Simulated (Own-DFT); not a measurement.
# Computed records: SiC (4H silicon carbide, atoms displaced)

Computed with Own-DFT development build. A calculation, not a measurement: plane-wave PBE density functional theory by an unreviewed code, no spin, of a simulated periodic cell, stress positive in tension, free energy of the whole cell less one offset for each atom, forces on such cells passed a denser k mesh, this cell's mesh not checked; offsets are fitted by least squares, one for each functional and potential file, so energies compare only between cells with the same atoms and settings and are not formation energies; the far tail of each file's local potential was reset to the Coulomb form; each entry is a single point on an unrelaxed cell, so the pressure reflects the starting lattice, mostly measured values (interpolated for alloys), from which strain is counted, and rises with the displacements; printed positions are rounded, which can move forces by about a meV/angstrom; the program, named Own-DFT, is a retired in-house code; no spin-orbit coupling.

Settings shared by all entries: functional PBE; potential files PseudoDojo norm-conserving, scalar-relativistic, standard set; wave cutoff 42 hartree; occupations Fermi-Dirac; smearing width 0.1 eV; hardware one NVIDIA H100; k mesh 5 x 5 x 3 centred on Gamma.

(1) 
```xyz
32
Lattice="6.1654 0.0000 0.0000 -3.0827 5.3394 0.0000 0.0000 0.0000 10.0681" Properties=species:S:1:pos:R:3:force_x:R:1:force_y:R:1:force_z:R:1 formula=SiC free_energy_of_cell_above_offsets=-0.229 pressure=7.07 stress_xx=-9 stress_yy=-6.27 stress_zz=-5.94 stress_yz=-0.52 stress_xz=-1.54 stress_xy=-1.08 wall_time=126.4
Si     3.0892     5.2725     3.9841     -0.127       2.43      1.509
Si    -0.0261     1.8721     1.4918      -0.06     -0.689      1.424
C      0.1358     0.0078     0.9275     -4.892       2.83     -1.817
C      0.0239     1.7963     3.4155     -1.632     -0.421      0.378
Si     4.5113     2.5986     4.1792      1.857      0.932     -4.158
Si    -1.6298     4.4734     1.5123      4.429     -1.867       2.17
C      4.4992     2.6759     0.9126      3.509      1.012     -1.132
C     -1.5813     4.4184     3.4865      1.272      -0.79     -0.941
Si     3.0744     0.0485     4.0393     -0.414     -1.343      0.165
Si     3.1111     1.9091     1.6059     -3.225     -2.738     -1.131
C      3.0327     0.0645     0.9384      1.039       0.17      0.213
C      2.9771     1.7862     3.4330      1.543      0.151      0.575
Si     1.5156     2.5851     4.1099     -0.704      2.991     -0.281
Si     1.5878     4.5735     1.4572      -1.28     -1.607       1.58
C      1.5070     2.6366     0.8142       0.56      2.091      3.467
C      1.5438     4.5865     3.4635     -1.077      -2.84     -1.703
Si     0.0238     0.0336     9.0903      1.164     -1.149      0.672
Si     3.0056     3.4232     6.6754      3.455      4.515      0.406
C      6.1374     0.0126     5.8601     -0.828     -0.562      2.429
C      3.1231     3.5265     8.6041     -1.862      0.635     -2.287
Si     4.6414     2.5919     8.9950     -1.046      4.061      3.917
Si     4.5256     0.9376     6.7033      3.385     -0.216     -2.256
C      4.5868     2.7039     5.9067      0.391     -0.352      4.322
C      4.6539     0.9393     8.5799     -0.265      -3.27     -2.043
Si     3.1276     0.0614     9.1468      -2.63      0.167      0.627
Si    -0.0571     3.6909     6.5719      1.116     -2.747      0.748
C      3.1484     0.0434     5.9856     -2.347      0.387     -0.695
C     -0.0532     3.5968     8.5985       0.18      1.075     -2.743
Si     1.4224     2.6944     9.1365      2.508       0.53     -1.313
Si     1.4655     0.8616     6.5378      0.412      0.433      1.134
C      1.6748     2.6556     5.9882      -5.51     -1.472      -1.42
C      1.4832     1.0087     8.5142      1.077     -2.351     -1.817
```

Units: free_energy_of_cell_above_offsets in eV; pressure, stress_xx, stress_yy, stress_zz, stress_yz, stress_xz, stress_xy in GPa; wall_time in s; force_x, force_y, force_z in eV/Å.

(2) 
```xyz
32
Lattice="6.1654 0.0000 0.0000 -3.0827 5.3394 0.0000 0.0000 0.0000 10.0681" Properties=species:S:1:pos:R:3:force_x:R:1:force_y:R:1:force_z:R:1 formula=SiC free_energy_of_cell_above_offsets=-2.224 pressure=5.56 stress_xx=-2.28 stress_yy=-7.87 stress_zz=-6.53 stress_yz=-0.56 stress_xz=-0.77 stress_xy=1.46 wall_time=116.9
Si    -0.0016     0.1155     4.1198      0.889      -2.79     -0.813
Si    -0.0644     1.7254     1.6061      1.815      1.798     -0.557
C      0.0162     0.0209     0.9842     -1.427      -0.54     -1.347
C     -0.0098     1.8718     3.5229       2.43     -2.533     -1.907
Si    -1.4678     2.6007     4.0034     -3.319      3.815      2.952
Si    -1.6415     4.4381     1.5548      3.213      0.814      0.239
C     -1.4989     2.7151     0.9442     -0.955     -1.661      0.602
C     -1.4942     4.4431     3.4171      -0.91      0.493      1.115
Si     3.0720     0.0034     4.1520      0.769     -0.248     -2.015
Si     3.1329     1.7376     1.6667     -0.806      0.388     -2.395
C      0.0985     5.3388     0.8966     -1.631     -0.067      1.592
C      3.1426     1.8047     3.5014     -1.223     -1.083      0.008
Si     1.5388     2.6594     4.1138      1.417      0.835      0.165
Si     1.5555     4.3691     1.6371     -0.112        1.2     -1.753
C      1.5451     2.6741     0.9237      0.176     -1.847      1.221
C      1.6048     4.4295     3.4721     -0.795      0.745      1.258
Si     3.0865     5.3306     9.0403     -0.193      0.679      2.076
Si     3.1388     3.6559     6.6042     -1.443     -2.525      1.172
C     -3.0149     5.3202     5.9660     -0.967      2.272      0.093
C      3.1154     3.6005     8.5713      0.381     -2.147     -1.402
Si     4.6728     2.5491     9.1646      0.173      3.176     -1.091
Si     4.6819     0.9918     6.6047     -0.836     -2.107     -0.317
C      4.5761     2.6870     6.0197      1.361      0.879     -1.975
C      4.6548     0.8850     8.4431     -0.711     -0.577      0.859
Si    -0.0694     5.3368     9.1396       1.91      0.177     -0.735
Si    -0.0055     3.5527     6.5671     -0.152       1.41       0.78
C      3.1338     0.0823     5.9422      -0.53     -0.833      1.717
C      0.0445     3.6518     8.4573      -0.37     -2.737      0.579
Si     1.5948     2.5837     9.1196       -0.9      3.364      0.238
Si     1.5181     0.9881     6.6217      1.536     -3.823     -0.358
C      1.4680     2.5730     5.9829      1.232      4.397     -1.037
C      1.5346     0.9147     8.4417     -0.021     -0.925      1.036
```

Units: free_energy_of_cell_above_offsets in eV; pressure, stress_xx, stress_yy, stress_zz, stress_yz, stress_xz, stress_xy in GPa; wall_time in s; force_x, force_y, force_z in eV/Å.

(3) 
```xyz
32
Lattice="6.1654 0.0000 0.0000 -3.0827 5.3394 0.0000 0.0000 0.0000 10.0681" Properties=species:S:1:pos:R:3:force_x:R:1:force_y:R:1:force_z:R:1 formula=SiC free_energy_of_cell_above_offsets=-2.276 pressure=4.95 stress_xx=-3.99 stress_yy=-6.08 stress_zz=-4.79 stress_yz=-0.72 stress_xz=0.35 stress_xy=2.13 wall_time=129.2
Si     0.0754     0.1391     4.0685     -1.071     -2.409      1.392
Si    -0.0199     1.6425     1.4752      -0.08      5.982      2.286
C      0.0371     0.0499     0.9089     -0.837      -3.91      0.705
C     -0.0160     1.8405     3.4391      0.824     -0.756     -1.277
Si    -1.5172     2.6521     4.0441     -1.871      0.211      1.356
Si    -1.5408     4.5126     1.6429      0.345     -1.848     -2.267
C      4.6038     2.6623     0.9814      0.418      0.156     -0.765
C     -1.5670     4.4275     3.4524      0.507      0.714      0.243
Si     0.0401     5.2173     4.0046     -0.957      2.569       2.54
Si     3.0555     1.7420     1.5689      1.008      0.318      0.325
C     -0.0420     5.3257     0.8197      0.751      0.089      1.658
C      3.0495     1.7783     3.5469      2.138     -2.133     -2.854
Si     1.5806     2.6515     3.9367     -0.985      0.989      3.227
Si     1.5040     4.4218     1.5468      0.155      1.516      0.333
C      1.5840     2.7075     1.0206     -1.415     -1.951     -2.079
C      1.5893     4.4575     3.4654       0.75      0.258      -1.12
Si     3.0777     5.3082     9.1946      0.778      0.192     -2.452
Si     3.0761     3.5742     6.6537      -0.43     -0.203      -1.35
C     -3.0421     5.3183     5.9595     -0.597      1.075      0.822
C      3.0537     3.5347     8.5506      0.874      0.678     -0.496
Si    -1.5024     2.7544     9.1185     -1.023     -2.047      0.982
Si     4.6618     0.9013     6.6981     -0.779     -0.746     -4.714
C      4.5328     2.6554     5.9567      2.061       -0.1      0.634
C      4.6965     0.8440     8.4376     -0.507      1.173       3.38
Si     0.0111     5.3064     8.9957      1.351      1.254      1.803
Si    -0.0193     3.5060     6.5966      0.445      0.924      -1.23
C      3.0240     0.0353     5.9366      1.522     -1.587      1.058
C      0.0173     3.5850     8.5304      0.234     -1.628     -1.316
Si     1.5412     2.6344     9.0997      0.218      0.438      1.574
Si     1.5424     0.9040     6.7025      0.164     -0.601     -3.065
C      1.6097     2.6069     5.9524      -1.72      1.365      0.203
C      1.6250     0.8777     8.5171      -2.27       0.02      0.464
```

Units: free_energy_of_cell_above_offsets in eV; pressure, stress_xx, stress_yy, stress_zz, stress_yz, stress_xz, stress_xy in GPa; wall_time in s; force_x, force_y, force_z in eV/Å.

(4) 
```xyz
32
Lattice="6.1654 0.0000 0.0000 -3.0827 5.3394 0.0000 0.0000 0.0000 10.0681" Properties=species:S:1:pos:R:3:force_x:R:1:force_y:R:1:force_z:R:1 formula=SiC free_energy_of_cell_above_offsets=-0.423 pressure=7.12 stress_xx=-5.23 stress_yy=-8.1 stress_zz=-8.04 stress_yz=-0.18 stress_xz=0.33 stress_xy=-0.71 wall_time=123.6
Si     0.1476     0.0133     3.9193     -5.753      1.472      3.323
Si     0.0450     1.8358     1.5960     -0.673     -2.027     -0.491
C      6.1044     0.0063     0.9646      1.825     -0.207      0.179
C     -0.0430     1.8716     3.4834      1.032     -1.292      -0.25
Si     4.5665     2.6410     4.0915      0.757      0.678      1.413
Si    -1.5007     4.3196     1.6630     -0.012       3.27     -6.251
C     -1.4890     2.6466     0.9516      0.421      0.482      -0.74
C     -1.6026     4.4840     3.3456      3.553      -2.24      4.214
Si     3.0217     0.0126     4.1032      2.055     -1.156      0.002
Si     3.1270     1.9432     1.5578     -1.037     -3.783     -0.216
C      0.0593     5.3231     0.8642     -0.947      0.235      4.718
C      3.1450     1.7306     3.5048     -2.508      1.135     -1.503
Si     1.4896     2.6991     4.1006      1.418     -0.782      0.245
Si     1.5583     4.3827     1.5748     -0.581      1.835     -0.631
C      1.5097     2.6760     0.8600      0.983      0.022      2.714
C      1.5618     4.3676     3.4427     -0.109      2.206      0.223
Si    -0.0142     0.0514     9.0723     -0.352     -1.442      1.993
Si     3.0847     3.5387     6.5839     -0.244     -0.097      2.392
C     -3.0316     5.2712     6.0774     -0.825      1.982     -2.091
C      3.0226     3.5134     8.5798      2.072       1.33     -1.605
Si    -1.4105     2.6576     9.0606     -3.305      1.568      2.044
Si     4.6232     0.9464     6.6823     -0.058     -4.309     -0.252
C      4.5489     2.5460     6.0654      1.752      4.301     -2.505
C      4.5728     0.9667     8.5420       0.86     -1.986     -0.743
Si     0.0082     5.3191     9.2140     -0.373      1.276      -2.56
Si    -0.0284     3.5679     6.6202      0.567      0.452      -0.23
C      3.1461     0.0073     5.9792     -2.119      0.023      0.589
C      0.0694     3.5676     8.5496     -1.487      1.015     -1.922
Si     1.4893     2.6893     9.1418      2.201     -0.124     -0.057
Si     1.4004     0.9967     6.6846      3.198     -1.409      0.013
C      1.5803     2.7186     5.9518     -2.083     -0.694      0.531
C      1.5420     0.9648     8.6511     -0.231     -1.735     -2.546
```

Units: free_energy_of_cell_above_offsets in eV; pressure, stress_xx, stress_yy, stress_zz, stress_yz, stress_xz, stress_xy in GPa; wall_time in s; force_x, force_y, force_z in eV/Å.

(5) 
```xyz
32
Lattice="6.1654 0.0000 0.0000 -3.0827 5.3394 0.0000 0.0000 0.0000 10.0681" Properties=species:S:1:pos:R:3:force_x:R:1:force_y:R:1:force_z:R:1 formula=SiC free_energy_of_cell_above_offsets=-0.942 pressure=6.6 stress_xx=-7.74 stress_yy=-6.35 stress_zz=-5.72 stress_yz=2.09 stress_xz=-1.53 stress_xy=2.26 wall_time=124.9
Si    -3.0659     5.3316     4.0976      -0.15       0.77     -0.857
Si     0.0314     1.7622     1.5091     -1.303     -0.178       1.27
C      6.0699     0.0060     0.9306      2.368     -0.358      0.133
C      0.0648     1.7876     3.4248     -0.517      0.045      0.774
Si    -1.5076     2.7844     4.0628      0.344     -6.343      1.542
Si    -1.4639     4.4637     1.5983     -1.083     -0.534         -3
C     -1.5012     2.6122     0.8843     -0.934      1.387      0.842
C     -1.5707     4.3108     3.4073      0.462      6.127      0.358
Si     3.0758     0.0129     4.0959      0.135     -0.407     -1.231
Si     3.0603     1.9460     1.6744       0.83     -2.477     -5.019
C      0.0648     5.3033     0.9386     -1.898      2.085     -0.419
C      3.1804     1.7263     3.3646     -1.349      1.465      5.298
Si     1.5033     2.7137     4.1533       1.31      -0.28      -2.27
Si     1.5215     4.3872     1.5010      0.032      3.635      2.297
C      1.4690     2.7560     0.9495       1.54     -3.189     -0.391
C      1.5601     4.5141     3.4848     -0.522     -1.504     -0.074
Si     6.1014     0.0903     9.1098      2.188     -3.208      1.265
Si     3.0680     3.5670     6.5265      0.734       1.11      2.751
C      6.1293     0.0532     5.9789      0.377     -0.843     -0.911
C      3.1640     3.6320     8.5240     -1.919       -1.3     -1.097
Si     4.6160     2.6043     9.0704      0.266      0.894      0.464
Si     4.5622     0.8889     6.5565      0.925        0.7      0.542
C     -1.5112     2.7393     6.0321     -0.687     -1.226     -1.919
C      4.6583     0.7797     8.4307     -3.059      2.585     -0.808
Si     3.0110     0.0308     9.0371      2.502     -1.937      2.851
Si     0.0619     3.5425     6.5557     -1.571      0.598      2.748
C     -0.0894     5.3383     6.0003      2.426     -0.589     -1.553
C      0.0668     3.5311     8.5593     -3.135       1.24     -2.809
Si     1.4654     2.7370     9.1596      4.257      -1.76     -0.254
Si     1.5646     0.8582     6.5379     -2.628      1.274      2.892
C      1.5317     2.6876     6.0013      1.107     -1.165     -0.767
C      1.5232     0.8164     8.5980      -1.05      3.385     -2.649
```

Units: free_energy_of_cell_above_offsets in eV; pressure, stress_xx, stress_yy, stress_zz, stress_yz, stress_xz, stress_xy in GPa; wall_time in s; force_x, force_y, force_z in eV/Å.

(6) 
```xyz
32
Lattice="6.1654 0.0000 0.0000 -3.0827 5.3394 0.0000 0.0000 0.0000 10.0681" Properties=species:S:1:pos:R:3:force_x:R:1:force_y:R:1:force_z:R:1 formula=SiC free_energy_of_cell_above_offsets=-0.761 pressure=6.92 stress_xx=-5.12 stress_yy=-4.95 stress_zz=-10.68 stress_yz=-1.27 stress_xz=-0.2 stress_xy=-2.65 wall_time=119.3
Si    -2.9759     5.3171     4.0906     -2.355      0.971     -1.375
Si     0.0203     1.8162     1.5702      0.823     -0.817     -0.956
C      6.0817     0.0453     0.9355      1.917     -0.804      -0.13
C      0.0623     1.8588     3.4224     -0.769     -1.518      1.535
Si     4.6659     2.5807     4.1888     -0.621      1.441     -5.566
Si    -1.4414     4.4393     1.6017     -2.031      0.978     -1.721
C     -1.5253     2.6517     0.9801      1.476      1.823     -1.752
C     -1.5755     4.4615     3.3894      1.876      -1.17      2.979
Si     2.9874     0.0428     4.2303      1.607     -0.628     -4.805
Si     3.1997     1.8090     1.5332     -3.019     -0.904      0.612
C      3.0829     0.0537     0.9467      1.182     -1.236      0.036
C      3.1098     1.7815     3.4065     -0.392       0.09       2.48
Si     1.5170     2.7089     4.1120       1.74      0.646     -2.907
Si     1.5817     4.4608     1.6934     -0.688     -0.249     -4.026
C      1.5838     2.6306     0.8409      0.163      1.249      3.674
C      1.5654     4.4870     3.4399     -0.491      0.213      3.384
Si     0.0610     0.0106     9.0673     -3.832     -0.364       1.94
Si     3.0722     3.5063     6.6059      1.277      1.357      0.227
C     -3.0499     5.3262     5.9489       0.98     -0.271      0.323
C      3.1239     3.5216     8.5171     -1.599      1.425     -1.624
Si    -1.5507     2.7714     9.0812      0.939     -3.578      1.784
Si     4.6913     0.8901     6.5291     -0.144      0.101      1.053
C     -1.4802     2.6969     5.8997     -1.298     -0.754      3.416
C      4.5745     0.8930     8.3584      0.839      0.318      1.945
Si    -0.0010     5.2764     9.1390      0.358      3.798      0.765
Si    -0.0506     3.5557     6.6113      2.268       0.02      1.133
C      0.1101     5.2806     5.9967     -2.073      1.294      0.863
C     -0.0059     3.6061     8.6152      0.393     -1.857     -3.152
Si     1.5584     2.6388     9.1460     -0.033      3.121      0.081
Si     1.5805     0.8415     6.5765     -0.058      1.735      1.264
C      1.5871     2.8278     5.8771     -1.537     -3.049      2.945
C      1.4405     0.9974     8.6649      3.102     -3.384     -4.427
```

Units: free_energy_of_cell_above_offsets in eV; pressure, stress_xx, stress_yy, stress_zz, stress_yz, stress_xz, stress_xy in GPa; wall_time in s; force_x, force_y, force_z in eV/Å.
